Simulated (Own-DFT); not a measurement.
# One host, several defects: B20 RuSi

Source: density functional calculations with Own-DFT, an unreviewed in-house program that is no longer used. Nothing was measured or relaxed, and spin and spin-orbit coupling are left out.

Method: PBE; PseudoDojo norm-conserving scalar-relativistic files; cutoff 50 hartree; 5 x 4 x 5 k mesh centred on Gamma; cold (Marzari-Vanderbilt) smearing of 0.2 eV.

Known weak points (not all hold for every row): not probed for a lower state with spin; forces on such cells failed a check on a denser k mesh; stress not checked against mesh or cutoff.

All runs share one cell, with vectors in Å (4.709, 0.000, 4.709); (0.000, 9.417, 0.000); (-4.709, 0.000, 4.709) and a volume of 417.6 Å³. u is the rms random offset of the atoms per axis. The defect's site can differ from row to row.

| cell | formula | u (Å) | P (GPa) |
|---|---|---|---|
| no defect | Ru16Si16 | 0.0199 | 4.52 |
| no defect | Ru16Si16 | 0.0219 | 4.69 |
| no defect | Ru16Si16 | 0.0507 | 7.06 |
| one Ru vacancy | Ru15Si16 | 0.0296 | 2.58 |
| one Ru vacancy | Ru15Si16 | 0.0320 | 2.77 |
| one Ru vacancy | Ru15Si16 | 0.0477 | ? |
| one Ru vacancy | Ru15Si16 | 0.0494 | 3.97 |
| one Ru on a Si site | Ru17Si15 | 0.0249 | 8.45 |
| one Ru on a Si site | Ru17Si15 | 0.0535 | 10.02 |
| one Ru on a Si site | Ru17Si15 | 0.0590 | 9.14 |
| one Si vacancy | Ru16Si15 | 0.0286 | 1.94 |
| one Si vacancy | Ru16Si15 | 0.0292 | 2.44 |
| one Si vacancy | Ru16Si15 | 0.0518 | 3.96 |
| one Si on a Ru site | Ru15Si17 | 0.0296 | 5.63 |
| one Si on a Ru site | Ru15Si17 | 0.0301 | 5.46 |
| one Si on a Ru site | Ru15Si17 | 0.0501 | 6.31 |

## Fit

P = P0 + c u² + a shift for each defect gives P0 = 4.60 GPa, c = 724 ± 136 GPa/Å² and a scatter of 0.49 GPa. The shifts, and each times the cell's volume:

- one Ru on a Si site: 2.92 ± 0.43 GPa, 7.6 eV
- one Si on a Ru site: 0.17 ± 0.40 GPa, 0.4 eV (not resolved)
- one Ru vacancy: -2.54 ± 0.40 GPa, -6.6 eV
- one Si vacancy: -2.87 ± 0.40 GPa, -7.5 eV

A positive shift means that the defect pushes the cell outwards. Shift times volume (160.2 GPa Å³ is 1 eV) depends little on the cell's size, so, taken for each site, it can be compared between cells at like pressure. The atoms around the defects weren't relaxed, which would change these numbers.

## Test on the hidden row

Question: what pressure belongs in the blank (one Ru vacancy, u = 0.0477 Å)?

The fitted form gives 3.70 ± 0.58 GPa. The hidden result is 3.43 GPa.
